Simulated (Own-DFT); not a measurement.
## Calculated data, SiC (4H silicon carbide, atoms displaced), Si3N4 (beta silicon nitride, strained, atoms displaced)

A calculation, not a measurement: plane-wave PBE density functional theory by an unreviewed code, no spin, of a simulated periodic cell, stress positive in tension, free energy of the whole cell less one offset for each atom, forces on such cells passed a denser k mesh, this cell's mesh not checked; offsets are fitted by least squares, one for each functional and potential file, so energies compare only between cells with the same atoms and settings and are not formation energies; the far tail of each file's local potential was reset to the Coulomb form; each entry is a single point on an unrelaxed cell, so the pressure reflects the starting lattice, mostly measured values (interpolated for alloys), from which strain is counted, and rises with the displacements; printed positions are rounded, which can move forces by about a meV/angstrom; the program, named Own-DFT, is a retired in-house code; no spin-orbit coupling. Program: Own-DFT development build.

Common to all runs: functional PBE; potential files PseudoDojo norm-conserving, scalar-relativistic, standard set; wave cutoff 42 hartree; occupations Fermi-Dirac; smearing width 0.1 eV.

(1) SiC (4H silicon carbide, atoms displaced)

```
cell vectors (Å)
   6.1654     0.0000     0.0000
  -3.0827     5.3394     0.0000
   0.0000     0.0000    10.0681
atoms (fractions of the cell vectors)
Si  0.97434  0.98116  0.40400
Si  0.13632  0.34481  0.15880
C   0.02786  0.03090  0.10146
C   0.17827  0.36047  0.35090
Si  0.02296  0.53004  0.40924
Si  0.16466  0.80494  0.15704
C   0.98999  0.48895  0.09312
C   0.16176  0.81281  0.36360
Si  0.50938  0.02822  0.40455
Si  0.66006  0.31668  0.14491
C   0.48863  0.98592  0.07267
C   0.65457  0.34472  0.34341
Si  0.49674  0.52015  0.41729
Si  0.65092  0.84811  0.14543
C   0.50171  0.49026  0.08277
C   0.66566  0.85768  0.34048
Si  0.95620  0.99669  0.90150
Si  0.84464  0.65017  0.64833
C   0.99963  0.97762  0.57073
C   0.83740  0.65255  0.84105
Si  0.99745  0.49200  0.91971
Si  0.82301  0.16118  0.64912
C   0.98090  0.48238  0.59444
C   0.81703  0.17515  0.83731
Si  0.48785  0.01060  0.91938
Si  0.33354  0.66358  0.65371
C   0.48876  0.00877  0.59367
C   0.35756  0.67195  0.83893
Si  0.51462  0.50729  0.90851
Si  0.35162  0.17579  0.63661
C   0.49191  0.49084  0.57923
C   0.34459  0.20040  0.84663
```

Settings of this run: hardware one NVIDIA H100 and k mesh 5 x 5 x 3 centred on Gamma.

It finds free energy of cell above offsets 5.738 eV; pressure 12.06 GPa; stress xx -6.59 GPa; stress yy -11.41 GPa; stress zz -18.16 GPa; stress yz 2.79 GPa; stress xz -1.41 GPa; stress xy 3.98 GPa; wall time 126.8 s.

Force:
```
element  x (eV/Å)  y (eV/Å)  z (eV/Å)
     Si     1.811     2.886    -3.696
     Si     7.369    -1.595     2.458
      C    -2.072    -3.719      -1.3
      C    -0.941    -2.179    -1.523
     Si    -1.309    -9.866     2.084
     Si    -2.456     3.575     1.272
      C    -2.485     1.202     0.084
      C    -0.557     9.321    -5.827
     Si    -0.237    -1.495     0.655
     Si      -2.9     1.295     2.661
      C    -0.702     0.058     11.43
      C     1.206      1.08    -1.141
     Si     0.585     0.128    -7.728
     Si     4.861    -2.631     1.773
      C    -1.351     1.842     3.215
      C    -1.125    -1.473     -0.82
     Si     4.749     0.705     0.478
     Si    -3.455     2.004     1.784
      C    -0.914      1.07     6.496
      C    -0.261     1.958     0.174
     Si     1.214     1.162    -5.839
     Si     0.938     -1.27     0.579
      C     3.487     0.419    -1.257
      C     0.045    -0.489     1.304
     Si    -0.947      0.06    -13.94
     Si    -0.547     0.065       0.7
      C     4.265    -2.744    -1.694
      C    -2.347     0.603     1.488
     Si     -0.97     0.576    -2.075
     Si    -4.694     -0.27     4.274
      C     0.651      2.16     5.963
      C    -0.912    -4.436    -2.035
```

(2) Si3N4 (beta silicon nitride, strained, atoms displaced)

```
cell vectors (Å)
   7.7039     0.0352    -0.0289
  -3.8214     6.6237     0.0005
  -0.0332    -0.0184     8.6528
atoms (fractions of the cell vectors)
Si  0.16923  0.77340  0.08900
Si  0.23386  0.41898  0.08331
Si  0.60313  0.83725  0.07612
Si  0.82980  0.22957  0.24157
Si  0.75826  0.58913  0.25105
Si  0.40367  0.18288  0.24347
N   0.34274  0.04100  0.08527
N   0.97444  0.30591  0.08582
N   0.70299  0.67311  0.08321
N   0.67139  0.96825  0.25162
N   0.02583  0.68792  0.25927
N   0.31053  0.34297  0.24086
N   0.32768  0.66417  0.08780
N   0.66515  0.33770  0.24771
Si  0.17834  0.77161  0.41892
Si  0.22942  0.40776  0.41468
Si  0.60125  0.83564  0.42411
Si  0.82955  0.23770  0.58572
Si  0.77461  0.59424  0.58770
Si  0.40680  0.17617  0.57722
N   0.33773  0.04254  0.41003
N   0.95526  0.29644  0.41454
N   0.70233  0.66583  0.42432
N   0.67140  0.97220  0.58721
N   0.04993  0.71331  0.58730
N   0.29080  0.32136  0.58129
N   0.34294  0.67049  0.40596
N   0.67382  0.33684  0.58260
Si  0.16679  0.77212  0.73833
Si  0.23012  0.40203  0.75285
Si  0.59957  0.81945  0.76075
Si  0.83200  0.22533  0.92347
Si  0.77698  0.59307  0.91668
Si  0.39719  0.16633  0.91425
N   0.34574  0.03133  0.75597
N   0.97831  0.30428  0.75979
N   0.69502  0.66565  0.75192
N   0.66036  0.96995  0.91964
N   0.03242  0.70277  0.92243
N   0.30556  0.32885  0.91667
N   0.33147  0.66463  0.75405
N   0.65344  0.32916  0.91574
```

Here we set k mesh 3 x 3 x 3 centred on Gamma.

The calculation gives: free energy of cell above offsets -4.067 eV; pressure 4.69 GPa; stress xx 2.33 GPa; stress yy -2.19 GPa; stress zz -14.2 GPa; stress yz -2.3 GPa; stress xz -3.25 GPa; stress xy 1.49 GPa.

Force:
```
element  x (eV/Å)  y (eV/Å)  z (eV/Å)
     Si     1.893     0.154     0.673
     Si     1.438    -1.446    -1.391
     Si      -1.1    -4.036     4.342
     Si    -3.124    -0.028      2.42
     Si     1.064     0.706     0.557
     Si     1.739     1.044     0.933
      N     -0.89    -3.353    -0.651
      N     0.655    -0.268    -0.741
      N    -0.326     0.743     -0.66
      N     0.326     0.907     -0.81
      N    -0.725     0.752    -1.224
      N    -1.128    -0.265     2.149
      N     0.096     3.448    -0.641
      N     0.888    -1.545    -0.219
     Si     1.719     0.791    -1.656
     Si     -0.24     -0.01    -0.618
     Si      0.48    -2.067    -1.484
     Si     0.023     -1.26     0.696
     Si    -0.209     0.046    -0.585
     Si     0.948      0.71     1.874
      N    -0.321    -2.222     0.419
      N     3.148     1.419     0.302
      N    -1.041     1.205    -0.575
      N     0.318      0.65     1.813
      N    -5.593    -2.946    -5.487
      N    -0.093     0.179     0.147
      N    -1.315     0.142     1.284
      N    -0.817     0.062     0.358
     Si     6.146     1.877     9.166
     Si     0.945     1.336    -0.134
     Si    -3.273      0.24    -2.807
     Si    -3.116     1.602    -1.625
     Si    -1.436    -1.391     1.106
     Si     1.088      2.38     1.406
      N     -1.15      -1.5    -3.659
      N    -1.566    -1.059    -1.285
      N     2.119    -0.304     0.085
      N     1.023     1.692    -1.485
      N    -0.412     0.256    -2.185
      N    -1.803     0.523     0.499
      N     0.303     0.395    -0.371
      N     3.318     0.442     0.063
```

(3) SiC (4H silicon carbide, atoms displaced)

```
cell vectors (Å)
  12.3308     0.0000     0.0000
  -6.1654    10.6788     0.0000
   0.0000     0.0000    10.0681
atoms (fractions of the cell vectors)
Si  0.00109  0.00151  0.40820
Si  0.08467  0.16749  0.15453
C   0.99975  0.99828  0.09042
C   0.08730  0.16461  0.34307
Si  0.99809  0.24946  0.41027
Si  0.07852  0.41520  0.15538
C   0.00340  0.25192  0.09536
C   0.08260  0.41559  0.34880
Si  0.99928  0.50491  0.40481
Si  0.08685  0.66813  0.15647
C   0.99913  0.49875  0.09770
C   0.08077  0.67081  0.34749
Si  0.99772  0.75493  0.40813
Si  0.08341  0.91555  0.15870
C   0.00228  0.74887  0.09765
C   0.08324  0.91755  0.34451
Si  0.25048  0.99940  0.40615
Si  0.33513  0.16548  0.15482
C   0.24757  0.99900  0.08716
C   0.33351  0.16820  0.33912
Si  0.24989  0.25530  0.40493
Si  0.33184  0.41594  0.16047
C   0.25243  0.25038  0.09540
C   0.33151  0.41728  0.34305
Si  0.25041  0.50037  0.41132
Si  0.33195  0.66413  0.15811
C   0.24872  0.49677  0.09498
C   0.33298  0.66887  0.34180
Si  0.24197  0.74843  0.40785
Si  0.32637  0.91610  0.15590
C   0.25501  0.75022  0.10144
C   0.33280  0.91862  0.34262
Si  0.50024  0.00069  0.40857
Si  0.58133  0.16122  0.15612
C   0.50252  0.00107  0.09341
C   0.58558  0.17200  0.34757
Si  0.49867  0.24870  0.40640
Si  0.57974  0.41617  0.15903
C   0.49787  0.24672  0.09408
C   0.58658  0.42163  0.34470
Si  0.49829  0.49977  0.40463
Si  0.58475  0.66089  0.15528
C   0.49768  0.50059  0.09222
C   0.58526  0.66501  0.34313
Si  0.49887  0.74469  0.40531
Si  0.58044  0.90972  0.16078
C   0.49918  0.75084  0.09287
C   0.58206  0.91763  0.34146
Si  0.74890  0.00180  0.41123
Si  0.83283  0.16695  0.15882
C   0.75137  0.00330  0.09318
C   0.83186  0.16403  0.34401
Si  0.74716  0.24770  0.40599
Si  0.83705  0.41739  0.15820
C   0.74478  0.24359  0.09050
C   0.83690  0.41960  0.33926
Si  0.74834  0.49974  0.41143
Si  0.83226  0.66507  0.15844
C   0.75103  0.50413  0.09527
C   0.83482  0.67171  0.34568
Si  0.75294  0.75080  0.40629
Si  0.82866  0.91162  0.16180
C   0.74087  0.74587  0.09491
C   0.82875  0.91428  0.34458
Si  0.99865  0.00069  0.90219
Si  0.91955  0.83287  0.65272
C   0.99736  0.99556  0.58895
C   0.91562  0.83204  0.85400
Si  0.00155  0.75018  0.90346
Si  0.91611  0.58066  0.66269
C   0.00231  0.75003  0.59448
C   0.91930  0.58526  0.84169
Si  0.99685  0.49966  0.90734
Si  0.91378  0.33217  0.65559
C   0.00391  0.50013  0.59498
C   0.91767  0.33069  0.84296
Si  0.00021  0.25013  0.90829
Si  0.91523  0.08555  0.65500
C   0.00066  0.25711  0.59520
C   0.91548  0.08015  0.84508
Si  0.75202  0.99990  0.90833
Si  0.66519  0.83634  0.65728
C   0.74933  0.99765  0.59462
C   0.66632  0.83106  0.83962
Si  0.75027  0.75050  0.90580
Si  0.66243  0.58219  0.65394
C   0.74631  0.74850  0.59687
C   0.66176  0.57740  0.84030
Si  0.75293  0.50209  0.90670
Si  0.66319  0.33023  0.65430
C   0.74905  0.50033  0.59160
C   0.66972  0.33697  0.83851
Si  0.74726  0.25083  0.90647
Si  0.66663  0.08510  0.66192
C   0.74712  0.24816  0.59335
C   0.66848  0.07816  0.84210
Si  0.49626  0.99893  0.90751
Si  0.41248  0.83436  0.65346
C   0.49919  0.00029  0.59043
C   0.41215  0.82941  0.85111
Si  0.50182  0.75097  0.90818
Si  0.41708  0.58375  0.65485
C   0.50031  0.75282  0.59450
C   0.41645  0.58684  0.84783
Si  0.50270  0.50082  0.91299
Si  0.41396  0.33095  0.66124
C   0.50218  0.50021  0.59663
C   0.41172  0.33083  0.83826
Si  0.50266  0.24897  0.90880
Si  0.41907  0.08547  0.66082
C   0.49678  0.24907  0.58949
C   0.41170  0.08255  0.84089
Si  0.25414  0.00140  0.90480
Si  0.16796  0.82952  0.65195
C   0.25142  0.00434  0.59883
C   0.16602  0.83145  0.84759
Si  0.25143  0.75141  0.90065
Si  0.16884  0.58809  0.65478
C   0.24261  0.74823  0.59259
C   0.16662  0.58041  0.84486
Si  0.24801  0.49948  0.90834
Si  0.16852  0.33246  0.65760
C   0.25112  0.50236  0.59891
C   0.16643  0.33439  0.84396
Si  0.25192  0.24901  0.91424
Si  0.17052  0.08572  0.65691
C   0.25151  0.25049  0.59806
C   0.16508  0.08285  0.84700
```

Here we set hardware one NVIDIA H200 and k mesh 3 x 3 x 3 centred on Gamma.

The calculation gives: free energy of cell above offsets -18.463 eV; pressure 3.82 GPa; stress xx -3.32 GPa; stress yy -2.52 GPa; stress zz -5.61 GPa; stress yz -0.01 GPa; stress xz 0.1 GPa; stress xy -0.21 GPa; wall time 524.1 s.

Force:
```
element  x (eV/Å)  y (eV/Å)  z (eV/Å)
     Si    -0.303    -0.496    -1.206
     Si     0.119    -0.849     0.266
      C    -0.461     0.008     0.921
      C    -1.624     0.729     0.416
     Si     0.539     0.097    -0.885
     Si      1.63     0.279     1.092
      C    -0.929    -0.584    -0.102
      C    -0.348     0.506     -0.69
     Si     0.907    -0.746      0.68
     Si    -0.221    -0.085      0.52
      C    -0.028     0.651    -1.067
      C    -0.034    -0.489    -0.681
     Si     0.782    -0.674    -0.145
     Si    -0.535     0.242    -1.013
      C     -0.58    -0.128    -0.872
      C     0.128     0.348     0.261
     Si    -0.434     0.889     0.436
     Si    -0.801    -0.356    -0.033
      C     0.257     0.276     1.297
      C     -0.02    -0.072     1.086
     Si      1.11    -1.374     0.556
     Si    -0.192     0.072    -1.195
      C    -0.024     0.035     0.584
      C      0.34     0.508     0.798
     Si    -0.687     0.423    -0.664
     Si     0.573     0.079    -0.502
      C    -0.613     0.323     0.209
      C    -0.183     -0.74     1.444
     Si     1.568     0.734    -1.061
     Si     1.855     0.264    -0.118
      C     -1.42    -0.172    -1.743
      C     0.035    -0.351     0.735
     Si    -0.246     0.045    -1.274
     Si    -0.213     0.943     0.543
      C     -0.97    -1.212     0.305
      C    -0.132     -1.44    -0.875
     Si    -0.488     0.753    -0.628
     Si     0.941     0.059    -0.583
      C     0.676      0.72    -0.007
      C     -0.57    -1.234     0.175
     Si      0.47     0.081     0.858
     Si    -2.359     0.981     0.593
      C     0.424     -1.19     1.329
      C    -0.409    -0.046     0.112
     Si    -0.431     1.311    -0.009
     Si    -0.032     1.772    -1.415
      C     0.776    -1.228     0.643
      C     0.338    -0.447     1.636
     Si     0.017    -1.017    -1.173
     Si     0.375    -0.327     -0.82
      C     0.092    -1.249     0.705
      C    -0.177     0.665     0.638
     Si     0.855     1.059    -0.112
     Si    -1.605    -0.637    -0.935
      C     0.404     1.617     0.874
      C    -0.935    -0.724      1.75
     Si     0.823     0.731    -1.641
     Si     0.029     1.075    -0.186
      C     0.258     -1.54    -0.326
      C     0.288    -1.241     0.021
     Si    -1.176    -0.123     0.813
     Si      0.15     1.145    -1.547
      C     2.422     0.754    -0.558
      C     0.585     0.887     0.815
     Si      0.72    -0.525     1.163
     Si    -1.146    -0.509     1.409
      C     0.165     1.549     1.475
      C     0.405      0.12    -2.126
     Si    -0.266     0.272     1.447
     Si     0.123     0.277    -2.394
      C    -0.463    -0.437     0.132
      C    -0.502    -0.389     1.422
     Si     1.319    -0.306    -0.212
     Si     0.092     0.848     0.302
      C    -1.416     0.028    -0.201
      C    -1.272     0.445     0.589
     Si     0.403    -0.297     -0.42
     Si     0.771    -0.307     0.258
      C     0.942    -1.774    -0.075
      C    -0.294     1.075    -0.587
     Si    -0.094    -0.779    -0.145
     Si     0.671    -0.978     -0.36
      C    -0.665     1.293     0.152
      C    -0.217     0.743     1.394
     Si    -0.491    -0.982    -0.054
     Si      1.04     0.333     0.514
      C     0.635     0.503     -0.65
      C     0.927     1.155     0.975
     Si    -0.776     0.102    -0.133
     Si    -0.154     0.833    -0.602
      C     0.358    -0.305     1.295
      C    -0.312     -0.81     1.256
     Si     1.209    -0.748    -0.677
     Si     0.298     -0.96    -1.484
      C     0.218     0.269      0.01
      C    -1.741     0.998     1.047
     Si     0.933    -0.159    -0.146
     Si     0.771    -0.288     0.774
      C    -0.012     0.179      1.48
      C      0.94     1.456    -1.943
     Si    -0.246    -0.176    -0.264
     Si      0.31     0.396     1.238
      C    -0.436    -0.496    -0.429
      C     0.649    -0.905    -0.353
     Si    -1.364    -0.504    -2.448
     Si     0.513     0.812    -1.678
      C    -1.475    -0.834    -1.112
      C     1.328     0.375     3.067
     Si    -1.059      0.64    -0.997
     Si    -0.534    -0.284    -1.903
      C     0.304     0.098     1.273
      C      2.11      0.74     1.138
     Si    -2.149    -0.967     -0.28
     Si     -2.02     1.965      1.68
      C      0.93     -1.25    -1.049
      C     0.344     0.616    -1.314
     Si    -0.645    -1.509     2.173
     Si     0.078     -1.79     1.058
      C     2.191     0.397    -0.375
      C     -1.06       0.9    -0.074
     Si     0.804     0.033     -0.24
     Si    -0.737     0.624     0.453
      C      0.23    -0.284    -0.854
      C     0.476    -0.639     0.698
     Si    -0.979     0.182    -1.896
     Si    -1.229    -0.597     0.481
      C    -0.568     0.121    -1.459
      C      0.53     0.118    -0.462
```
